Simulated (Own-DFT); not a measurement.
Simulation results for GaP (zincblende, atoms displaced)

A calculation, not a measurement: plane-wave PBE density functional theory by an unreviewed code, no spin, of a simulated periodic cell, stress positive in tension, free energy of the whole cell less one offset for each atom, forces on such cells passed a denser k mesh, this cell's mesh not checked; offsets are fitted by least squares, one for each functional and potential file, so energies compare only between cells with the same atoms and settings and are not formation energies; the far tail of each file's local potential was reset to the Coulomb form; each entry is a single point on an unrelaxed cell, so the pressure reflects the starting lattice, mostly measured values (interpolated for alloys), from which strain is counted, and rises with the displacements; printed positions are rounded, which can move forces by about a meV/angstrom; the program, named Own-DFT, is a retired in-house code; no spin-orbit coupling. Program: Own-DFT development build.

Common to all runs: functional PBE; potential files PseudoDojo norm-conserving, scalar-relativistic, standard set; wave cutoff 42 hartree; occupations Fermi-Dirac; smearing width 0.1 eV; k mesh 2 x 3 x 3 centred on Gamma.

```yaml
- entry: 1
  formula: GaP
  kind: "zincblende, atoms displaced"
  structure:
    cell_angstrom: [[16.3515, 0.0, 0.0], [0.0, 10.901, 0.0], [0.0, 0.0, 10.901]]
    atoms_fractional:
      - [Ga, 0.98991, 0.00318, 0.01238]
      - [Ga, 0.99115, 0.25671, 0.2742]
      - [Ga, 0.16471, 0.99206, 0.2477]
      - [Ga, 0.16899, 0.2488, 0.01675]
      - [P, 0.09635, 0.12847, 0.12525]
      - [P, 0.08338, 0.37819, 0.36801]
      - [P, 0.25307, 0.12529, 0.38984]
      - [P, 0.26572, 0.35783, 0.12603]
      - [Ga, 0.00494, 0.99844, 0.51394]
      - [Ga, 0.00296, 0.25499, 0.76664]
      - [Ga, 0.16234, 0.00917, 0.77723]
      - [Ga, 0.16233, 0.23614, 0.49836]
      - [P, 0.08977, 0.10509, 0.62981]
      - [P, 0.08041, 0.36288, 0.8524]
      - [P, 0.23809, 0.13493, 0.8788]
      - [P, 0.25352, 0.37608, 0.6124]
      - [Ga, 0.99196, 0.5115, 0.99053]
      - [Ga, 0.98814, 0.75541, 0.23845]
      - [Ga, 0.16428, 0.50589, 0.27406]
      - [Ga, 0.1683, 0.75387, 0.97988]
      - [P, 0.07923, 0.6283, 0.12781]
      - [P, 0.08481, 0.84978, 0.38442]
      - [P, 0.25078, 0.6116, 0.37253]
      - [P, 0.24083, 0.87265, 0.13017]
      - [Ga, 0.01065, 0.49994, 0.48414]
      - [Ga, 0.00514, 0.71486, 0.74688]
      - [Ga, 0.16063, 0.48726, 0.74684]
      - [Ga, 0.17885, 0.76248, 0.47853]
      - [P, 0.07732, 0.63952, 0.63629]
      - [P, 0.08301, 0.89669, 0.85579]
      - [P, 0.25788, 0.59136, 0.87759]
      - [P, 0.24314, 0.87846, 0.60272]
      - [Ga, 0.3333, 0.01011, 0.98364]
      - [Ga, 0.34258, 0.25238, 0.24071]
      - [Ga, 0.50414, 0.00285, 0.25644]
      - [Ga, 0.48147, 0.26221, 0.99351]
      - [P, 0.40996, 0.11534, 0.10993]
      - [P, 0.4209, 0.37734, 0.38274]
      - [P, 0.57247, 0.11056, 0.38601]
      - [P, 0.59037, 0.39576, 0.11864]
      - [Ga, 0.33827, 0.98338, 0.4891]
      - [Ga, 0.33191, 0.24314, 0.76249]
      - [Ga, 0.50542, 0.00814, 0.75267]
      - [Ga, 0.49657, 0.24405, 0.48666]
      - [P, 0.4138, 0.11195, 0.64813]
      - [P, 0.42733, 0.37486, 0.88751]
      - [P, 0.57136, 0.10636, 0.85311]
      - [P, 0.58418, 0.34015, 0.61271]
      - [Ga, 0.32459, 0.50018, 0.00042]
      - [Ga, 0.3306, 0.73078, 0.23584]
      - [Ga, 0.49802, 0.49643, 0.23254]
      - [Ga, 0.50115, 0.76428, 0.01332]
      - [P, 0.42413, 0.60553, 0.13088]
      - [P, 0.40279, 0.86935, 0.37737]
      - [P, 0.57685, 0.62484, 0.38406]
      - [P, 0.56613, 0.86523, 0.10822]
      - [Ga, 0.32396, 0.48469, 0.50449]
      - [Ga, 0.34895, 0.73321, 0.74811]
      - [Ga, 0.49983, 0.48896, 0.76888]
      - [Ga, 0.50434, 0.75658, 0.50104]
      - [P, 0.42252, 0.61996, 0.64585]
      - [P, 0.40966, 0.87285, 0.87411]
      - [P, 0.59321, 0.65834, 0.85419]
      - [P, 0.57357, 0.8706, 0.63702]
      - [Ga, 0.6815, 0.98787, 0.98361]
      - [Ga, 0.67262, 0.26615, 0.24555]
      - [Ga, 0.8393, 0.98163, 0.24935]
      - [Ga, 0.83112, 0.24278, 0.01442]
      - [P, 0.75163, 0.11496, 0.10623]
      - [P, 0.75189, 0.37093, 0.37107]
      - [P, 0.90863, 0.13334, 0.37278]
      - [P, 0.92033, 0.36297, 0.12708]
      - [Ga, 0.66248, 0.99998, 0.52025]
      - [Ga, 0.66614, 0.2221, 0.74144]
      - [Ga, 0.82351, 0.99515, 0.75027]
      - [Ga, 0.83173, 0.25811, 0.49929]
      - [P, 0.74294, 0.11181, 0.61991]
      - [P, 0.78426, 0.37135, 0.87996]
      - [P, 0.92209, 0.13849, 0.87735]
      - [P, 0.90882, 0.3817, 0.60662]
      - [Ga, 0.65642, 0.5177, 0.00547]
      - [Ga, 0.67797, 0.76257, 0.23013]
      - [Ga, 0.84122, 0.5141, 0.24465]
      - [Ga, 0.82862, 0.72716, 0.99965]
      - [P, 0.74942, 0.61915, 0.13912]
      - [P, 0.75409, 0.87464, 0.37297]
      - [P, 0.92624, 0.63327, 0.37867]
      - [P, 0.92404, 0.88027, 0.10475]
      - [Ga, 0.66042, 0.49589, 0.50108]
      - [Ga, 0.67068, 0.76993, 0.75544]
      - [Ga, 0.83672, 0.49031, 0.74842]
      - [Ga, 0.83101, 0.75787, 0.50336]
      - [P, 0.75008, 0.6124, 0.62401]
      - [P, 0.77246, 0.85776, 0.84804]
      - [P, 0.92394, 0.63361, 0.86254]
      - [P, 0.8977, 0.88194, 0.62189]
  results:
    "free_energy_of_cell_above_offsets [eV]": "-16.868"
    "pressure [GPa]": 8.62
    "stress_xx [GPa]": -8.59
    "stress_yy [GPa]": -8.85
    "stress_zz [GPa]": -8.43
    "stress_yz [GPa]": 0.21
    "stress_xz [GPa]": -0.56
    "stress_xy [GPa]": -1.85
    force_element: [Ga, Ga, Ga, Ga, P, P, P, P, Ga, Ga, Ga, Ga, P, P, P, P, Ga, Ga, Ga, Ga, P, P, P, P, Ga, Ga, Ga, Ga, P, P, P, P, Ga, Ga, Ga, Ga, P, P, P, P, Ga, Ga, Ga, Ga, P, P, P, P, Ga, Ga, Ga, Ga, P, P, P, P, Ga, Ga, Ga, Ga, P, P, P, P, Ga, Ga, Ga, Ga, P, P, P, P, Ga, Ga, Ga, Ga, P, P, P, P, Ga, Ga, Ga, Ga, P, P, P, P, Ga, Ga, Ga, Ga, P, P, P, P]
    "force_x [eV/angstrom]": [4.501, 1.301, -0.111, 0.276, -3.674, 0.707, 0.566, -3.012, -1.484, -3.228, 3.237, 0.058, -0.704, 3.392, 2.17, -3.073, 1.49, 1.926, -0.538, -0.36, 0.6, -3.234, 1.638, 2.055, -1.217, -3.324, 1.055, 0.552, 6.843, -4.145, -3.567, 1.68, -1.922, 0.695, -2.082, 5.27, 2.124, -0.654, 2.796, -1.655, -2.149, 0.171, -5.635, -1.167, -0.947, -5.991, 6.695, 0.335, 3.728, -0.056, 2.335, -6.423, -3.323, 3.74, 1.034, 8.486, 3.501, -3.795, 2.321, -1.686, 1.695, 1.056, -3.258, 1.535, -1.946, -0.941, 0.047, 2.151, -1.008, 0.202, 0.475, -0.256, -1.88, -0.462, 2.814, -1.071, 3.268, -4.788, -1.884, 2.753, 2.272, -2.485, 1.088, 1.05, 0.022, -1.509, -1.719, -4.217, 0.053, 1.439, 0.78, -0.449, -0.394, -2.285, -3.823, 3.55]
    "force_y [eV/angstrom]": [4.094, -0.237, 0.587, 1.925, -1.281, -2.103, -0.451, 2.573, -1.245, -3.168, 1.185, 0.841, 2.56, 3.565, 0.447, -3.264, -1.74, -0.27, -0.628, -0.359, -0.354, 3.079, 1.491, -0.901, 0.94, 7.631, 1.026, -2.768, -5.044, -5.202, 4.419, 0.462, -1.475, -1.881, -1.796, -5.905, 0.965, 0.314, 1.027, -3.57, 3.337, 0.864, -5.938, -0.758, 0.796, 4.127, 5.987, 2.562, -2.579, 0.849, -1.687, -7.033, 3.489, -2.67, -0.087, 7.197, 3.008, 2.112, 1.175, -0.716, -2.463, 0.111, -4.014, 0.526, -0.617, -1.817, 1.538, 0.163, -0.572, 1.853, -2.142, 1.673, -2.188, 1.638, 4.52, -1.491, 1.72, -0.249, -2.078, 0.136, 1.526, 0.663, -1.855, 0.841, -0.057, 0.341, 0.03, -3.77, -0.594, 0.003, 2.026, -2.341, 1.137, -1.855, -1.892, 0.022]
    "force_z [eV/angstrom]": [-3.529, -1.997, 2.15, -1.403, 1.806, 1.143, -2.354, -0.623, -1.263, -5.128, -4.171, 0.456, 0.369, 5.315, 0.479, 3.49, 1.114, 0.605, -3.712, 0.515, -0.824, -2.65, 1.199, -1.798, 2.211, 3.065, -0.961, 1.233, -6.986, 3.527, -3.841, 3.614, 0.082, 2.755, -1.789, 4.964, 1.957, -1.649, -0.522, 0.775, 3.336, -0.855, -4.21, 1.813, -2.784, -4.089, 7.66, 1.384, 3.495, 0.339, 4.448, -6.912, -3.515, -3.064, -1.808, 6.943, -1.817, 1.452, -2.326, -0.094, -3.741, 0.289, 3.869, -0.729, -1.12, -0.805, -0.725, -0.494, 2.893, 0.247, 1.023, -0.282, -2.32, 1.228, -1.569, -0.096, 0.529, 0.455, 0.528, 1.035, -2.924, 1.6, 1.425, -0.346, -1.987, 0.134, -0.159, 2.808, 0.088, -3.458, -1.453, -0.631, 0.174, 4.673, 2.408, 0.411]
- entry: 2
  formula: GaP
  kind: "zincblende, atoms displaced"
  structure:
    cell_angstrom: [[16.3515, 0.0, 0.0], [0.0, 10.901, 0.0], [0.0, 0.0, 10.901]]
    atoms_fractional:
      - [Ga, 0.01018, 0.99807, 0.99619]
      - [Ga, 0.01789, 0.26313, 0.2385]
      - [Ga, 0.15967, 0.98769, 0.25222]
      - [Ga, 0.15452, 0.24508, 0.00412]
      - [P, 0.07826, 0.13569, 0.13777]
      - [P, 0.06745, 0.36566, 0.36483]
      - [P, 0.22752, 0.1274, 0.36653]
      - [P, 0.25596, 0.36903, 0.11256]
      - [Ga, 0.99444, 0.00996, 0.4839]
      - [Ga, 0.00953, 0.24776, 0.74936]
      - [Ga, 0.18126, 0.99374, 0.76509]
      - [Ga, 0.1742, 0.26006, 0.49428]
      - [P, 0.09186, 0.09922, 0.59684]
      - [P, 0.06913, 0.39701, 0.88046]
      - [P, 0.25993, 0.119, 0.87658]
      - [P, 0.2411, 0.39826, 0.63284]
      - [Ga, 0.99914, 0.50138, 0.99848]
      - [Ga, 0.99366, 0.74481, 0.23431]
      - [Ga, 0.17447, 0.50158, 0.25301]
      - [Ga, 0.1646, 0.75331, 0.9754]
      - [P, 0.08578, 0.62537, 0.1127]
      - [P, 0.09509, 0.86928, 0.39444]
      - [P, 0.24737, 0.62392, 0.36749]
      - [P, 0.2489, 0.86515, 0.13643]
      - [Ga, 0.0197, 0.52834, 0.5059]
      - [Ga, 0.99802, 0.74212, 0.73742]
      - [Ga, 0.16436, 0.48779, 0.73661]
      - [Ga, 0.16038, 0.73779, 0.49128]
      - [P, 0.08114, 0.63157, 0.63268]
      - [P, 0.09949, 0.88941, 0.86816]
      - [P, 0.23407, 0.62128, 0.8505]
      - [P, 0.25246, 0.86319, 0.62]
      - [Ga, 0.34599, 0.00999, 0.99615]
      - [Ga, 0.3399, 0.24588, 0.24919]
      - [Ga, 0.50444, 0.01434, 0.27185]
      - [Ga, 0.49168, 0.27837, 0.02318]
      - [P, 0.42745, 0.12468, 0.11297]
      - [P, 0.39843, 0.3865, 0.36728]
      - [P, 0.5779, 0.11913, 0.40605]
      - [P, 0.5995, 0.38505, 0.1011]
      - [Ga, 0.33587, 0.0183, 0.513]
      - [Ga, 0.32757, 0.25007, 0.77001]
      - [Ga, 0.49204, 0.99295, 0.75122]
      - [Ga, 0.50545, 0.24974, 0.48461]
      - [P, 0.40572, 0.11154, 0.60474]
      - [P, 0.4086, 0.39146, 0.88585]
      - [P, 0.5757, 0.14496, 0.87884]
      - [P, 0.58931, 0.37446, 0.60586]
      - [Ga, 0.34553, 0.49195, 0.01016]
      - [Ga, 0.33232, 0.77014, 0.23996]
      - [Ga, 0.49517, 0.48503, 0.25144]
      - [Ga, 0.50817, 0.77228, 0.9913]
      - [P, 0.42218, 0.61439, 0.11019]
      - [P, 0.42876, 0.87734, 0.39318]
      - [P, 0.58762, 0.63573, 0.35497]
      - [P, 0.57677, 0.8593, 0.12156]
      - [Ga, 0.33601, 0.50182, 0.48905]
      - [Ga, 0.32357, 0.72881, 0.75699]
      - [Ga, 0.51649, 0.51306, 0.7548]
      - [Ga, 0.50984, 0.73328, 0.5201]
      - [P, 0.42788, 0.66153, 0.62146]
      - [P, 0.41597, 0.8726, 0.87747]
      - [P, 0.57931, 0.63946, 0.88857]
      - [P, 0.57789, 0.90727, 0.62374]
      - [Ga, 0.65881, 0.00931, 0.99083]
      - [Ga, 0.67326, 0.2298, 0.26028]
      - [Ga, 0.83304, 0.9887, 0.24199]
      - [Ga, 0.84283, 0.23202, 0.00678]
      - [P, 0.76565, 0.1136, 0.11871]
      - [P, 0.7527, 0.36443, 0.359]
      - [P, 0.91814, 0.1147, 0.37122]
      - [P, 0.92289, 0.35893, 0.11844]
      - [Ga, 0.66404, 0.99353, 0.52852]
      - [Ga, 0.66583, 0.2575, 0.7436]
      - [Ga, 0.83016, 0.00613, 0.74973]
      - [Ga, 0.82895, 0.24289, 0.49129]
      - [P, 0.75505, 0.13166, 0.62626]
      - [P, 0.7532, 0.3768, 0.86463]
      - [P, 0.91721, 0.13482, 0.87005]
      - [P, 0.90559, 0.36317, 0.60202]
      - [Ga, 0.67788, 0.50039, 0.01559]
      - [Ga, 0.66063, 0.73314, 0.2465]
      - [Ga, 0.83558, 0.52832, 0.24662]
      - [Ga, 0.82112, 0.74403, 0.00363]
      - [P, 0.75563, 0.63525, 0.11145]
      - [P, 0.75929, 0.86578, 0.37497]
      - [P, 0.9153, 0.64418, 0.35655]
      - [P, 0.91575, 0.89276, 0.12655]
      - [Ga, 0.68288, 0.49663, 0.48883]
      - [Ga, 0.65439, 0.75248, 0.77153]
      - [Ga, 0.82733, 0.4932, 0.73186]
      - [Ga, 0.82981, 0.77615, 0.51576]
      - [P, 0.75055, 0.6207, 0.64116]
      - [P, 0.75356, 0.84862, 0.87919]
      - [P, 0.91734, 0.62081, 0.86579]
      - [P, 0.91452, 0.85311, 0.62059]
  results:
    "free_energy_of_cell_above_offsets [eV]": "-16.443"
    "pressure [GPa]": 8.33
    "stress_xx [GPa]": -8.57
    "stress_yy [GPa]": -7.93
    "stress_zz [GPa]": -8.47
    "stress_yz [GPa]": -0.91
    "stress_xz [GPa]": 0.52
    "stress_xy [GPa]": -1.83
    force_element: [Ga, Ga, Ga, Ga, P, P, P, P, Ga, Ga, Ga, Ga, P, P, P, P, Ga, Ga, Ga, Ga, P, P, P, P, Ga, Ga, Ga, Ga, P, P, P, P, Ga, Ga, Ga, Ga, P, P, P, P, Ga, Ga, Ga, Ga, P, P, P, P, Ga, Ga, Ga, Ga, P, P, P, P, Ga, Ga, Ga, Ga, P, P, P, P, Ga, Ga, Ga, Ga, P, P, P, P, Ga, Ga, Ga, Ga, P, P, P, P, Ga, Ga, Ga, Ga, P, P, P, P, Ga, Ga, Ga, Ga, P, P, P, P]
    "force_x [eV/angstrom]": [-1.201, -5.794, -0.075, 1.361, 2.235, 4.795, 4.132, -1.082, 1.097, -0.622, 1.128, -1.907, 0.822, 3.617, -2.229, 5.275, -2.444, 1.955, -1.569, 0.758, 0.292, -3.839, 1.431, -2.037, -4.4, -0.709, -5.045, 2.456, 3.274, -4.243, 0.879, 0.145, -1.144, -2.119, -0.896, 1.061, 0.083, 3.497, 3.981, -3.426, -8.119, 1.434, -0.51, -3.797, 7.771, 3.268, -0.426, -0.635, -4.232, 3.588, 1.341, -3.296, 0.789, -1.522, -3.42, 2.839, -1.595, 1.629, -1.575, 5.688, -5.808, -1.168, 1.08, -2.089, 0.73, -0.757, -0.135, -0.498, -3.635, 0.87, -1.766, -0.627, 4.848, -0.096, 0.887, 0.51, -1.439, -0.25, 1.294, 2.742, 1.853, 3.757, -0.022, 6.123, -2.874, -3.251, 0.135, 1.76, -0.787, 1.197, 2.562, -2.648, -2.2, -1.721, -0.733, 3.446]
    "force_y [eV/angstrom]": [0.936, -1.316, 0.018, 1.143, -4.647, 5.25, -0.093, -0.138, -3.045, -0.073, 0.943, 0.575, 2.148, -3.616, 0.363, -4.742, 1.829, 1.568, -1.703, -1.096, 0.297, 1.756, 1.099, 2.786, -3.506, 1.208, 2.84, -1.096, 0.402, -1.272, -1.156, 0.377, -1.544, -1.503, -1.863, 0.133, 0.154, -2.437, -1.343, -3.482, -7.545, 1.573, 2.187, 3.018, 8.348, -2.604, -0.452, 0.894, 1.889, -2.788, 1.331, -1.977, 2.858, -0.073, -4.462, 3.891, 2.805, 2.447, -0.799, 4.581, -6.139, -0.613, -2.537, -5.61, -1.061, -0.229, 0.963, 2.102, -0.133, 1.48, 2.157, 2.193, 2.354, -0.393, -1.454, -0.624, -0.701, -0.487, -2.047, 1.992, 1.939, 3.791, -2.936, 2.204, -2.903, 1.066, -0.594, -2.769, 0.742, 0.819, -1.372, -4.608, 2.55, 4.421, 0.104, 5.055]
    "force_z [eV/angstrom]": [-0.077, -1.25, -0.527, -0.999, -2.586, 5.595, -0.167, 0.982, 1.756, -1.58, -3.961, 0.682, 2.922, -2.948, 1.609, -4.247, 2.098, -0.731, -1.713, 2.213, 0.512, -2.818, 0.928, -3.854, -3.895, 2.396, 3.951, 1.975, 0.965, 0.657, 2.674, 0.31, 0.765, -1.054, -1.752, -2.091, 2.933, -0.308, -3.06, 4.688, -7.267, -2.402, 0.613, 2.258, 7.901, -4.269, -0.72, 0.856, 1.06, 2.815, -1.036, -0.654, 1.871, -1.048, 4.772, 3.198, 2.774, -1.4, -1.199, -5.626, 4.873, -0.722, 0.493, 2.712, 0.481, -1.317, 2.503, -1.062, 0.522, 0.087, -2.238, 0.603, -3.449, 0.493, 0.638, -1.362, 0.109, 1.79, -0.7, 1.728, -4.074, -2.979, -0.655, -1.868, 4.36, -0.899, 3.658, -2.469, 0.073, -2.54, 1.109, -2.141, -2.446, -2.08, 0.659, 2.624]
```
